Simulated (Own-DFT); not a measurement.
# Two functionals across a range of volumes: C11b WSi2, 30 atoms (Si20W10)

Calculated, not measured: single-point runs of Own-DFT, a retired in-house plane-wave DFT program that no person has reviewed, on unrelaxed cells, without spin or spin-orbit coupling.

Caveats: forces on such cells failed a check on a denser k mesh; stress not checked against mesh or cutoff.

Each geometry was run with PBE and with PBEsol, otherwise alike: PseudoDojo norm-conserving scalar-relativistic files made for PBE; cutoff 50 hartree; 5 x 5 x 5 k mesh centred on Gamma; cold (Marzari-Vanderbilt) smearing of 0.2 eV. Unstrained cell vectors in Å: (-2.148, -5.953, 3.409); (-6.444, 2.976, 1.136); (-2.553, -2.948, -6.757). Each has a uniform strain, of which the change of volume is shown, and random moves of rms u per axis.

```
run  volume change (%)   u (Å)  P with PBE (GPa)  P with PBEsol (GPa)
  1              -0.25  0.0549              7.12                 3.00
  2              -5.14  0.0499             20.00                15.63
  3               0.41  0.0426              5.10                 1.05
  4               0.89  0.0483              3.75                -0.30
  5               0.47  0.0518              5.15                 1.10
  6               1.37  0.0485              2.33                -1.69
  7               2.17  0.0510              2.18                -1.80
  8               0.07  0.0523              6.38                 2.29
  9               2.23  0.0475              0.21                -3.76
 10               0.16  0.0523              6.55                 2.44
 11              -0.55  0.0499              8.05                    ?
```

Q: by how much does PBEsol shrink this cell, and what belongs in the blank?

## Worked answer

Write v for the change of volume as a fraction. Fitted to v and u², the PBE pressure has a slope of -259 ± 9 GPa in v, with the ions held to the strained lattice. The difference PBEsol less PBE is -4.09 + 5.4 v GPa (slope ± 0.2) and averages -4.08 GPa. Divided by the mean slope of the two, 256 GPa, that makes PBEsol's volume at a given pressure, near 4 GPa, about 1.6 % smaller, or 0.53 % in lengths. At one volume PBEsol's slope is the smaller by 5 GPa, but its pressure there is lower too. If stiffness rises by about 4 GPa for each GPa, PBEsol at equal pressure is stiffer by about 11 GPa. Files made for PBEsol would give a different shift.

For run 11 the line gives 3.92 GPa. The calculation gave 3.92 GPa.
